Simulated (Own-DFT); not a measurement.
## Calculated data, Hf₃₆O₇₁ (tetragonal hafnia with one neutral oxygen vacancy, atoms displaced)

Computed with Own-DFT development build. A calculation, not a measurement: plane-wave PBE and HSE06 DFT by an unreviewed code, no spin, of a simulated cell at Gamma alone, so results move with cell size and shape, stress positive in tension, energies less offsets, not probed for a lower state with spin; hafnium file: forces about 75 meV/angstrom off all-electron values; oxygen file: force components 24 meV/angstrom off all-electron in a glass; k mesh not checked against a denser one; forces and stress are PBE's, HSE06 gives the energy alone, and its difference from PBE has offsets of its own; offsets are fitted by least squares, one for each functional and potential file, so energies compare only between cells with the same atoms and settings and are not formation energies; the far tail of each file's local potential was reset to the Coulomb form; each entry is a single point on an unrelaxed cell, so the pressure reflects the starting lattice, taken from the Materials Project, from which strain is counted, and rises with the displacements; printed positions are rounded, which can move forces by about a meV/angstrom; the program is a retired in-house code; no spin-orbit coupling.

Common to all runs: first functional PBE; second functional HSE06; exact exchange share 0.25; screening 0.11 1/bohr; exchange divergence Gygi-Baldereschi; potential files PseudoDojo norm-conserving, scalar-relativistic, made for PBE, standard set; wave cutoff 48 hartree; occupations fixed; k mesh 1 x 1 x 1 centred on Gamma.

(1) Hf₃₆O₇₁ (tetragonal hafnia with one neutral oxygen vacancy, atoms displaced)

```xyz
107
Lattice="10.7800 0.0000 0.0000 0.0000 10.7800 0.0000 0.0000 0.0000 10.4493" Properties=species:S:1:pos:R:3 Hf36O71
Hf     0.0530    10.7783    10.3858
Hf     1.7755     1.8407     2.5586
O     10.7583     1.8288     1.6083
O      1.8116     0.0071     3.6273
O      0.0568     1.8213     4.2147
O      1.7581     0.0287     1.0015
Hf    10.7709     0.0116     5.2161
Hf     1.7605     1.7762     7.8763
O     10.7710     1.8016     6.7815
O      1.8032     0.0417     8.8577
O     10.7772     1.7839     9.3809
O      1.8169    10.7501     6.2420
Hf    10.7655     3.5673     0.0074
Hf     1.7648     5.3815     2.6300
O     10.7631     5.4505     1.6103
O      1.7668     3.5619     3.6657
O      0.0158     5.3782     4.2028
O      1.8247     3.6053     1.0194
Hf    10.7041     3.5709     5.2555
Hf     1.7905     5.4062     7.8352
O      0.0035     5.4070     6.8352
O      1.7842     3.5798     8.8453
O     10.7473     5.3845     9.4325
O      1.8007     3.5681     6.2709
Hf    10.7281     7.1562    10.4239
Hf     1.8028     8.9393     2.6100
O     10.7700     9.0072     1.6245
O      1.7897     7.1985     3.6133
O      0.0192     8.9466     4.1747
O      1.7851     7.2198     1.0552
Hf     0.0396     7.1484     5.2465
Hf     1.7965     8.9654     7.8232
O     10.7778     9.0248     6.7972
O      1.7999     7.2141     8.8718
O      0.0522     8.9675     9.3825
O      1.8169     7.1352     6.2289
Hf     3.6074    10.7474    10.3672
Hf     5.4561     1.7964     2.6244
O      3.5925     1.8293     1.6404
O      5.3723     0.0015     3.6642
O      3.5725     1.7679     4.2019
O      5.3623    10.7751     1.0198
Hf     3.5954     0.0207     5.2345
Hf     5.3265     1.7971     7.8256
O      3.6010     1.7341     6.8500
O      5.3722     0.0534     8.8569
O      5.3635     0.0072     6.2294
Hf     3.6006     3.5821     0.0117
Hf     5.4201     5.4336     2.6091
O      3.6459     5.3865     1.6145
O      5.4190     3.5950     3.6609
O      3.5672     5.3348     4.2191
O      5.4678     3.6582     0.9918
Hf     3.5932     3.5803     5.2073
Hf     5.4060     5.3935     7.8417
O      3.6172     5.4237     6.8512
O      5.3756     3.5818     8.8854
O      3.6034     5.3683     9.4012
O      5.4209     3.5884     6.2380
Hf     3.5255     7.2372     0.0489
Hf     5.3934     8.9835     2.5945
O      3.5755     8.9799     1.5986
O      5.3572     7.1889     3.5842
O      3.6544     9.0009     4.1701
O      5.3601     7.2348     0.9832
Hf     3.5781     7.1703     5.1827
Hf     5.3735     8.9480     7.8559
O      3.5990     9.0255     6.7859
O      5.3793     7.1944     8.8650
O      3.5791     8.9399     9.4131
O      5.4051     7.1543     6.2426
Hf     7.1451    10.7555    10.4274
Hf     8.9714     1.7771     2.6393
O      7.2109     1.7493     1.6391
O      8.9665     0.0176     3.6239
O      7.2232     1.7348     4.1824
O      9.0001     0.0020     0.9849
Hf     7.1905    10.7740     5.1941
Hf     8.9933     1.7809     7.8421
O      7.1978     1.7529     6.8246
O      8.9880     0.0174     8.8691
O      7.1709     1.7598     9.4651
O      8.9939     0.0312     6.2788
Hf     7.2039     3.6117    10.4392
Hf     8.9901     5.3689     2.5988
O      7.1851     5.4099     1.5591
O      8.9605     3.5851     3.6376
O      7.2225     5.3678     4.1656
O      9.0307     3.6214     1.0311
Hf     7.1244     3.5943     5.2344
Hf     8.9829     5.3624     7.7965
O      7.2004     5.4106     6.7705
O      9.0335     3.6045     8.8930
O      7.2552     5.4317     9.4225
O      8.9493     3.6144     6.2043
Hf     7.1849     7.2263    10.4265
Hf     8.9605     9.0062     2.5757
O      7.1740     9.0156     1.5946
O      8.9416     7.1749     3.6154
O      7.2468     9.0080     4.2030
O      9.0129     7.2181     1.0487
Hf     7.1689     7.1983     5.2832
Hf     8.9527     9.0603     7.8219
O      7.1631     8.9691     6.7664
O      8.9218     7.1374     8.8458
O      7.2393     8.9589     9.4542
O      8.9729     7.1387     6.2176
```

| Item | Value |
| --- | --- |
| PBE energy of cell above offsets | -101.033 eV |
| HSE06 less PBE above offsets | -0.140 eV |
| PBE pressure | 0.69 GPa |
| PBE stress xx | -0.68 GPa |
| PBE stress yy | -0.13 GPa |
| PBE stress zz | -1.27 GPa |
| PBE stress yz | 0.36 GPa |
| PBE stress xz | 0.5 GPa |
| PBE stress xy | -0.04 GPa |

Force:
```csv
element,x (eV/Å),y (eV/Å),z (eV/Å)
Hf,-0.862,-0.506,1.213
Hf,0.315,-1.031,1.116
O,0.048,0.179,-0.614
O,-0.252,-0.175,-0.414
O,-0.68,-0.484,0.051
O,1.085,-0.013,-0.553
Hf,0.953,-0.543,-0.551
Hf,0.318,1.102,-1.161
O,-0.284,0.014,0.319
O,0.506,-1.19,0.21
O,0.076,0.217,0.214
O,-0.81,0.167,0.187
Hf,0.274,0.08,-0.248
Hf,0.487,-0.526,0.004
O,0.755,-0.283,-0.362
O,0.316,0.85,-0.58
O,0.092,-0.004,0.163
O,-0.655,0.205,0.016
Hf,1.498,-0.059,-0.66
Hf,0.786,-0.591,0.305
O,0.07,-0.084,-0.243
O,0.311,0.013,0.354
O,0.473,-0.058,0.108
O,0.036,0.312,-0.294
Hf,0.228,0.422,0.399
Hf,-0.855,1.572,0.274
O,0.311,-0.014,-0.592
O,0.448,-0.849,0.73
O,-0.141,0.317,0.837
O,-0.461,-0.292,-0.333
Hf,-1.323,0.644,-0.922
Hf,-0.26,0.549,-0.368
O,-0.132,-0.409,0.301
O,0.005,-0.645,-0.216
O,-0.357,0.18,0.207
O,0.047,0.366,0.397
Hf,-0.477,1.143,1.234
Hf,-1.089,-0.212,0.288
O,0.794,0.212,-0.904
O,0.484,0.076,-0.668
O,0.334,1.023,0.441
O,-0.051,-0.066,-0.313
Hf,-0.244,-0.425,-0.669
Hf,1.22,0.281,-0.017
O,-0.735,0.443,0.318
O,-0.465,-1.463,0.272
O,0.895,-0.037,0.259
Hf,0.663,0.026,-0.2
Hf,0.362,-0.971,-0.314
O,-1.038,0.132,0.067
O,-0.018,-0.137,-0.298
O,-0.001,0.885,-0.038
O,-0.9,-0.598,0.287
Hf,-0.725,-0.655,0.149
Hf,-0.387,-0.046,0.308
O,-0.128,-0.178,-0.345
O,-0.039,-0.038,-0.466
O,-0.271,0.486,0.766
O,-1.152,-0.015,0.639
Hf,0.597,-1.537,-0.231
Hf,-0.605,0.498,0.383
O,0.275,-0.038,-0.594
O,0.163,0.102,0.675
O,-0.369,-0.743,0.47
O,0.444,0.069,0.129
Hf,0.624,0.334,-0.024
Hf,-0.31,0.489,-0.966
O,0.125,-0.715,0.625
O,0.409,-0.036,-0.261
O,0.158,0.958,-0.363
O,-0.928,0.269,0.1
Hf,0.833,0.748,1.011
Hf,0.397,0.271,-0.217
O,-0.162,0.253,-0.667
O,0.508,-0.349,0.398
O,-0.389,1.173,0.284
O,-0.188,-0.093,-0.223
Hf,-0.513,0.02,0.589
Hf,-0.499,0.296,-0.139
O,-0.151,0.347,0.227
O,-0.07,-0.393,-0.293
O,0.351,0.733,-0.042
O,-0.222,-0.476,-0.17
Hf,0.288,0.128,-0.145
Hf,-0.787,0.636,0.691
O,0.297,0.199,0.074
O,0.355,-0.216,-0.07
O,-0.594,0.392,0.593
O,-0.909,0.003,-0.058
Hf,0.892,-0.001,-1.128
Hf,-0.277,0.541,0.582
O,-0.509,-0.303,0.38
O,-0.309,-0.595,-0.624
O,-0.701,-0.923,-0.185
O,-0.182,-0.018,0.922
Hf,0.356,-1.366,0.802
Hf,0.741,-0.727,0.643
O,-0.102,-0.099,-0.393
O,0.203,0.104,-0.264
O,-0.494,-0.581,-0.055
O,-0.81,0.131,-0.707
Hf,1.236,-0.358,-1.526
Hf,0.52,-1.112,-0.17
O,0.113,0.047,0.909
O,0.648,1.3,-0.264
O,-0.383,1.045,-1.052
O,0.535,0.299,0.251
```

(2) Hf₃₆O₇₁ (tetragonal hafnia with one neutral oxygen vacancy, atoms displaced)

```xyz
107
Lattice="10.7800 0.0000 0.0000 0.0000 10.7800 0.0000 0.0000 0.0000 10.4493" Properties=species:S:1:pos:R:3 Hf36O71
Hf     0.0039    10.7739    10.4138
Hf     1.8214     1.7864     2.6145
O      0.0109     1.7844     1.5810
O      1.8216    10.7664     3.6358
O     10.7766     1.7674     4.1695
O      1.8024     0.0063     1.0350
Hf     0.0034     0.0017     5.2139
Hf     1.8310     1.8316     7.8594
O      0.0051     1.7713     6.8042
O      1.7920    10.7645     8.8435
O      0.0411     1.8115     9.4618
O      1.8261     0.0660     6.2710
Hf     0.0230     3.5696    10.4261
Hf     1.7774     5.3930     2.5480
O     10.7605     5.3400     1.5676
O      1.8052     3.6262     3.6527
O     10.7601     5.3783     4.2112
O      1.7650     3.5749     1.0614
Hf    10.7702     3.6060     5.2132
Hf     1.8278     5.3701     7.8731
O      0.0242     5.4095     6.8005
O      1.7677     3.5911     8.8671
O     10.7505     5.3544     9.4408
O      1.8034     3.5744     6.2298
Hf     0.0002     7.1909     0.0196
Hf     1.8004     8.9697     2.6670
O     10.7399     9.0074     1.5960
O      1.8486     7.2190     3.6720
O     10.7396     8.9826     4.1618
O      1.8157     7.1865     1.0213
Hf    10.7066     7.2420     5.2280
Hf     1.7992     8.9609     7.7738
O     10.7682     8.9822     6.8104
O      1.7806     7.1956     8.8589
O     10.7700     9.0050     9.4416
O      1.7913     7.1658     6.2132
Hf     3.5806    10.7702     0.0326
Hf     5.3588     1.8173     2.6014
O      3.5939     1.7926     1.5744
O      5.3769    10.7509     3.6237
O      3.5279     1.7616     4.2326
O      5.3387    10.7695     1.0478
Hf     3.5876     0.0008     5.2791
Hf     5.3838     1.8155     7.8427
O      3.6296     1.7947     6.8141
O      5.3971    10.7518     8.8451
O      3.5912     1.7446     9.4087
Hf     3.5876     3.6468    10.4305
Hf     5.3985     5.3626     2.6021
O      3.6033     5.3564     1.5629
O      5.3985     3.5263     3.6265
O      3.6565     5.3282     4.1879
O      5.3554     3.6005     0.9919
Hf     3.6029     3.6013     5.2105
Hf     5.3631     5.3946     7.8588
O      3.6114     5.4015     6.8158
O      5.3748     3.5657     8.8541
O      3.5446     5.4284     9.4291
O      5.3618     3.5761     6.2624
Hf     3.5768     7.1605     0.0175
Hf     5.3338     8.9409     2.5675
O      3.6326     8.9583     1.5980
O      5.4032     7.1909     3.6299
O      3.5661     9.0205     4.2437
O      5.3546     7.1782     1.0475
Hf     3.6037     7.1295     5.2342
Hf     5.3654     8.9770     7.8152
O      3.5898     8.9981     6.7631
O      5.4216     7.1727     8.8425
O      3.6185     9.0058     9.4657
O      5.3943     7.2282     6.2038
Hf     7.2040     0.0282    10.4337
Hf     8.9577     1.7845     2.5844
O      7.2158     1.8046     1.6078
O      9.0089     0.0463     3.5915
O      7.2200     1.8174     4.2401
O      8.9970    10.7794     1.0321
Hf     7.2611    10.7613     5.2160
Hf     8.9766     1.7861     7.8390
O      7.2468     1.7843     6.8385
O      8.9740     0.0120     8.8439
O      7.1674     1.8147     9.4752
O      9.0040     0.0407     6.2619
Hf     7.2006     3.6084     0.0248
Hf     8.9870     5.3287     2.5920
O      7.1844     5.3796     1.5291
O      9.0261     3.6276     3.6421
O      7.1967     5.4022     4.2113
O      8.9041     3.6055     0.9851
Hf     7.1587     3.6527     5.2182
Hf     9.0105     5.3748     7.8219
O      7.2288     5.3701     6.8531
O      8.9974     3.5367     8.8713
O      7.1750     5.3845     9.4389
O      9.0113     3.5757     6.2560
Hf     7.1943     7.1717     0.0326
Hf     9.0171     8.9809     2.6410
O      7.1613     8.9549     1.6033
O      8.9812     7.2006     3.6751
O      7.1956     8.9756     4.2210
O      8.9960     7.1649     1.1100
Hf     7.2375     7.2143     5.1807
Hf     8.9860     8.9574     7.8281
O      7.2174     8.9474     6.8455
O      8.9463     7.1501     8.8635
O      7.1528     8.9468     9.4303
O      9.0335     7.2074     6.2552
```

| Item | Value |
| --- | --- |
| PBE stress xx | ? |
| PBE pressure | ? |

Q: Estimate the PBE stress xx of Hf₃₆O₇₁ (tetragonal hafnia with one neutral oxygen vacancy, atoms displaced) (entry 2).
A: -0.56 GPa

Q: What PBE pressure does the calculation give for Hf₃₆O₇₁ (tetragonal hafnia with one neutral oxygen vacancy, atoms displaced) (entry 2)?
A: 0.78 GPa

Q: Give the table of force values for Hf₃₆O₇₁ (tetragonal hafnia with one neutral oxygen vacancy, atoms displaced) (entry 2).
A: 
Force:
```csv
element,x (eV/Å),y (eV/Å),z (eV/Å)
Hf,0.276,0.421,0.775
Hf,-0.632,0.062,0.291
O,-0.347,0.334,0.128
O,-0.506,-0.17,-0.005
O,0.231,0.463,0.5
O,-0.213,-0.206,-0.032
Hf,0.453,1.14,0.224
Hf,-0.423,-1.432,-0.739
O,0.226,0.157,0.426
O,-0.205,-0.143,-0.192
O,0.068,-0.506,-0.517
O,-0.827,-0.568,-0.268
Hf,-0.908,-0.155,0.631
Hf,-0.113,-0.354,1.237
O,0.366,0.293,0.147
O,0.008,-0.052,-0.603
O,0.114,0.981,-0.3
O,0.872,0.399,-0.58
Hf,0.219,-0.574,-0.028
Hf,-0.945,0.688,-1.052
O,0.053,-0.191,0.525
O,0.427,0.447,0.41
O,0.315,0.79,-0.067
O,0.289,0.146,0.479
Hf,-0.568,0.123,-0.29
Hf,0.359,0.685,-0.417
O,1.117,-0.457,-0.114
O,-0.139,-1.082,-0.805
O,0.167,0.286,0.315
O,-0.72,-0.247,0.263
Hf,1.568,-1.325,-0.44
Hf,0.183,0.614,0.696
O,0.384,0.01,-0.388
O,-0.056,-0.128,-0.081
O,-0.18,-1.019,-0.202
O,0.02,0.304,0.391
Hf,0.075,0.106,-0.421
Hf,0.415,-1.98,0.027
O,-0.102,0.354,0.18
O,0.204,0.67,0.172
O,0.295,0.789,-0.356
O,1.093,0.261,-0.518
Hf,1.116,-0.158,-0.515
Hf,0.569,-1.051,-0.159
O,-0.145,-0.203,0.181
O,0.233,0.509,-0.702
O,-0.175,1.201,0.247
Hf,-0.022,-1.494,0.388
Hf,-0.062,0.5,0.106
O,-0.317,0.058,0.044
O,0.158,1.23,0.197
O,0.118,0.921,-0.204
O,0.24,0.005,0.387
Hf,-0.667,-1.107,0.08
Hf,1.44,-0.07,-0.228
O,-0.395,0.047,0.049
O,-0.56,1.161,0.186
O,0.099,-0.736,-0.487
O,0.731,0.334,-0.23
Hf,0.646,1.589,-0.186
Hf,1.198,1,0.947
O,-1.874,-0.14,-0.183
O,-0.112,-0.737,-0.149
O,0.027,-0.974,-0.255
O,0.285,-0.432,-0.382
Hf,-0.162,0.953,-0.637
Hf,0.572,0.244,0.295
O,-0.049,0.119,0.724
O,-0.54,-0.328,0.117
O,-0.158,-1.056,-0.413
O,0.358,-0.438,0.285
Hf,-0.584,-0.917,0.308
Hf,1.026,0.34,0.359
O,-1.267,-0.106,-0.127
O,-0.247,-1.008,0.667
O,0.079,-0.065,-0.013
O,-0.405,0.104,-0.454
Hf,-1.398,0.746,0.106
Hf,0.639,0.232,-0.41
O,-1.427,-0.154,0.003
O,-0.068,-0.493,0.362
O,-0.044,-0.256,-0.253
O,0.197,-0.71,-0.466
Hf,-0.735,0.049,-0.942
Hf,0.033,0.926,0.132
O,-0.321,0.01,1.058
O,-0.306,-0.757,-0.27
O,-0.262,-0.122,-0.549
O,1.933,0.089,0.848
Hf,0.617,-1.263,0.795
Hf,0.166,-0.755,0.511
O,-0.856,0.039,-0.437
O,-0.061,0.888,-0.154
O,-0.037,-0.187,-0.032
O,-0.537,0.36,-0.318
Hf,-0.022,0.453,-0.203
Hf,-1.031,0.169,-0.698
O,0.507,-0.011,0.086
O,-0.019,-0.637,-0.044
O,0.498,0.346,0.073
O,0.151,0.061,-0.868
Hf,-0.756,0.199,0.623
Hf,-0.37,0.201,0.875
O,-0.261,0.406,-0.444
O,0.444,0.466,0.164
O,0.449,0.536,0.353
O,-1.191,-0.058,0.459
```

Further results for Hf₃₆O₇₁ (tetragonal hafnia with one neutral oxygen vacancy, atoms displaced) (entry 2):

| Property | Result |
| --- | --- |
| PBE energy of cell above offsets | -101.035 eV |
| HSE06 less PBE above offsets | -0.157 eV |
| PBE stress yy | -0.48 GPa |
| PBE stress zz | -1.31 GPa |
| PBE stress yz | 0.38 GPa |
| PBE stress xz | -0.51 GPa |
| PBE stress xy | 0.01 GPa |
